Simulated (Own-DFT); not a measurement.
# Response to strain: 4H SiC, 72 atoms (C36Si36)

All numbers below are calculated, not measured. They come from Own-DFT, an in-house plane-wave density functional program, since retired, whose code no person has reviewed. Each row is one single-point run on a periodic cell that was not relaxed, without spin or spin-orbit coupling.

Settings of every run: PBE; PseudoDojo norm-conserving scalar-relativistic files; cutoff 42 hartree; 4 x 4 x 3 k mesh centred on Gamma; Fermi-Dirac smearing of 0.1 eV.

Known limits: forces on such cells passed a denser k mesh, each cell not checked; stress not checked against mesh or cutoff.

Unstrained cell vectors in Å: (9.248, 0.000, 0.000); (-4.624, 8.009, 0.000); (0.000, 0.000, 10.068). The unstrained cell has measured lattice constants (interpolated for alloys), not those of this functional. That, the random moves and any unrelaxed bonds set the pressure at no strain. Each run strains this cell uniformly, with the atoms carried along. Every atom was also moved at random, by a Gaussian of width 0.05 Å on each axis. Strain is the symmetric tensor, in per cent. Stress is positive in tension, and the pressure is minus a third of its trace.

| run | e_xx (%) | e_yy (%) | e_zz (%) | e_yz (%) | e_xz (%) | e_xy (%) | s_xx (GPa) | s_yy (GPa) | s_zz (GPa) | s_yz (GPa) | s_xz (GPa) | s_xy (GPa) | P (GPa) | E (meV/atom) |
|---|---|---|---|---|---|---|---|---|---|---|---|---|---|---|
| 1 | 1.79 | -0.71 | -0.30 | 0.36 | -1.21 | -1.62 | 4.39 | -6.55 | -8.59 | 1.69 | -3.73 | -7.24 | 3.58 | 14.5 |
| 2 | -1.77 | 1.63 | -0.36 | -0.50 | 0.67 | -1.15 | -12.38 | 1.81 | -8.07 | -2.51 | 2.21 | -4.42 | 6.21 | 15.2 |
| 3 | 1.43 | 1.16 | -0.79 | 1.47 | -0.53 | -0.92 | 4.01 | 1.82 | -10.19 | 4.73 | -1.47 | -4.12 | 1.46 | 6.6 |
| 4 | -0.69 | 1.29 | 1.44 | -0.86 | -1.63 | -1.24 | -8.01 | 1.23 | 2.38 | -2.38 | -3.66 | -4.73 | 1.47 | 30.7 |
| 5 | 0.86 | 0.80 | -0.83 | -1.05 | -1.25 | -0.54 | -0.52 | -0.54 | -8.24 | -4.09 | -4.56 | -4.54 | 3.10 | 0.0 |
| 6 | 1.01 | -1.31 | -0.14 | 0.39 | -1.63 | -1.84 | -0.46 | -11.64 | -6.98 | 1.57 | -4.85 | -7.09 | 6.36 | 25.7 |
| 7 | -0.85 | -0.36 | -1.20 | 1.97 | 0.31 | -0.25 | -11.03 | -8.20 | -14.27 | 6.97 | -0.04 | 0.23 | 11.17 | 25.9 |
| 8 | 0.88 | -1.84 | -0.01 | 0.86 | -0.75 | 0.29 | -1.48 | -15.68 | -5.54 | 4.08 | -2.24 | 2.40 | 7.57 | 12.7 |
| 9 | 1.72 | 0.37 | 0.67 | 1.60 | 1.50 | 1.43 | 4.22 | -1.13 | -1.45 | 5.41 | 5.37 | 6.90 | -0.55 | 17.3 |
| 10 | -0.61 | 1.40 | 0.25 | 1.56 | -1.92 | 1.27 | -7.50 | 2.06 | -4.04 | 5.05 | -6.81 | 6.85 | 3.16 | 25.8 |
| 11 | 1.04 | -1.90 | -1.61 | 0.22 | 0.99 | 1.97 | -2.76 | -14.32 | -18.13 | 1.14 | 3.69 | 10.32 | 11.74 | 47.6 |
| 12 | -1.16 | 0.60 | -0.09 | 1.91 | 0.61 | 0.93 | -11.16 | -3.93 | -6.46 | 6.93 | 2.97 | 4.02 | 7.18 | 32.9 |
| 13 | 0.15 | -0.24 | 0.54 | 1.58 | 0.80 | -1.48 | -5.38 | -6.27 | -3.61 | 4.47 | 2.37 | -7.82 | 5.09 | 43.6 |
| 14 | -1.46 | 0.28 | -0.89 | 0.46 | -1.55 | 1.80 | -14.25 | -5.33 | -12.54 | 2.80 | -6.34 | 9.63 | 10.71 | 47.3 |
| 15 | 0.53 | -0.62 | 1.20 | -0.18 | -1.07 | 0.74 | -2.14 | -7.66 | 0.77 | -0.97 | -3.26 | 3.72 | 3.01 | 15.4 |
| 16 | 0.91 | 0.94 | -1.55 | 1.79 | 1.49 | -1.61 | 0.38 | -0.68 | -14.80 | 5.80 | 5.26 | -6.56 | 5.03 | 31.7 |
| 17 | 1.01 | -0.59 | 1.37 | -1.71 | -1.81 | -0.89 | ? | ? | ? | ? | ? | ? | ? | ? |

E is the free energy for each atom above the lowest run shown.

## Worked fit

Each stress component was fitted by least squares to a constant and the strains of the runs shown, as fractions, with shears doubled. Shear strains stay in the fit of a normal stress only where such slopes are resolved. The slopes, in GPa:

| stress | at no strain | per e_xx | per e_yy | per e_zz | scatter |
|---|---|---|---|---|---|
| s_xx | -5.3 | 560 ± 18 | 100 ± 19 | 33 ± 21 | 0.74 |
| s_yy | -5.4 | 100 ± 15 | 538 ± 16 | 29 ± 18 | 0.63 |
| s_zz | -6.3 | 44 ± 24 | 66 ± 25 | 607 ± 28 | 0.98 |

Each shear stress against twice its own strain: yz 175 ± 9, xz 175 ± 9, xy 232 ± 11 GPa. These are stiffnesses along x, y and z of the frame in which the cell vectors are given, which need not be the crystal's axes. The atoms are held to the strained lattice; where symmetry lets them move under strain, relaxing them would lower some slopes. The table should be nearly symmetric about its diagonal, and what it lacks of that shows the noise. A ninth of its sum, 231 ± 6 GPa, estimates the bulk modulus near the mean pressure of these runs, 5.4 GPa, so it lies above the value at zero pressure.

## Withheld run

Question: what normal stresses and pressure should run 17 give?

The fit gives s_xx = 0.2, s_yy = -7.1, s_zz = 2.1 and P = 1.6 GPa. The calculation gave -1.56, -5.76, 1.42 and P = 1.97 GPa.
